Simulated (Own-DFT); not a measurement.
# Response to strain: wurtzite AlGaN with randomly placed atoms, 72 atoms (Al27Ga9N36)

Calculated results; nothing here was measured. They come from Own-DFT, an in-house plane-wave density functional program, since retired, whose code no person has reviewed. Each row is one single-point run on a periodic cell that was not relaxed, without spin or spin-orbit coupling.

Settings of every run: PBEsol; PseudoDojo norm-conserving scalar-relativistic files, made for PBE; cutoff 42 hartree; 4 x 4 x 3 k mesh centred on Gamma; Fermi-Dirac smearing of 0.1 eV.

Known limits: forces on such cells passed a denser k mesh, each cell not checked; stress not checked against mesh or cutoff.

Unstrained cell vectors in Å: (9.394, 0.000, 0.000); (-4.697, 8.135, 0.000); (0.000, 0.000, 10.066). The unstrained cell has measured lattice constants (interpolated for alloys), not those of this functional. That, the random moves and any unrelaxed bonds set the pressure at no strain. Each run strains this cell uniformly, with the atoms carried along. Every atom was also moved at random, by a Gaussian of width 0.05 Å on each axis. The random placing of the alloy's atoms differs from row to row. Strain is the symmetric tensor, in per cent. Stress is positive in tension, and the pressure is minus a third of its trace.

```
run,e_xx (%),e_yy (%),e_zz (%),s_xx (GPa),s_yy (GPa),s_zz (GPa),P (GPa),E (meV/atom)
1,0.75,0.75,0.00,0.43,1.58,-2.75,0.25,5.9
2,-1.25,-1.25,0.00,-9.61,-11.63,-6.31,9.18,41.7
3,-0.25,-0.25,0.00,-4.95,-4.72,-4.64,4.77,29.4
4,-3.00,-3.00,0.00,-23.73,-23.73,-7.79,18.42,74.9
5,2.00,2.00,0.00,6.61,6.14,-0.28,-4.16,23.5
6,-2.00,-2.00,0.00,-18.13,-14.66,-4.65,12.48,38.0
7,2.50,2.50,0.00,10.28,8.87,-1.02,-6.05,22.5
8,0.50,0.50,0.00,-0.79,-0.83,-0.87,0.83,0.0
9,-1.75,-1.75,0.00,?,?,?,?,?
```

E is the free energy for each atom above the lowest run shown.

## Worked fit

The change of volume is close to e_xx + e_yy + e_zz. A straight line through the runs shown gives P = 4.13 - 220 x (fractional change of volume) GPa, with an error of 9 on the slope and a scatter of 0.91 GPa. The strain isn't the same on all axes and the cell isn't cubic, so the slope belongs to this path and is not the bulk modulus.

## Withheld run

Question: what pressure should run 9 give? Its volume changes by -3.47 %.

The line gives 11.7 GPa. The calculation gave 11.90 GPa.
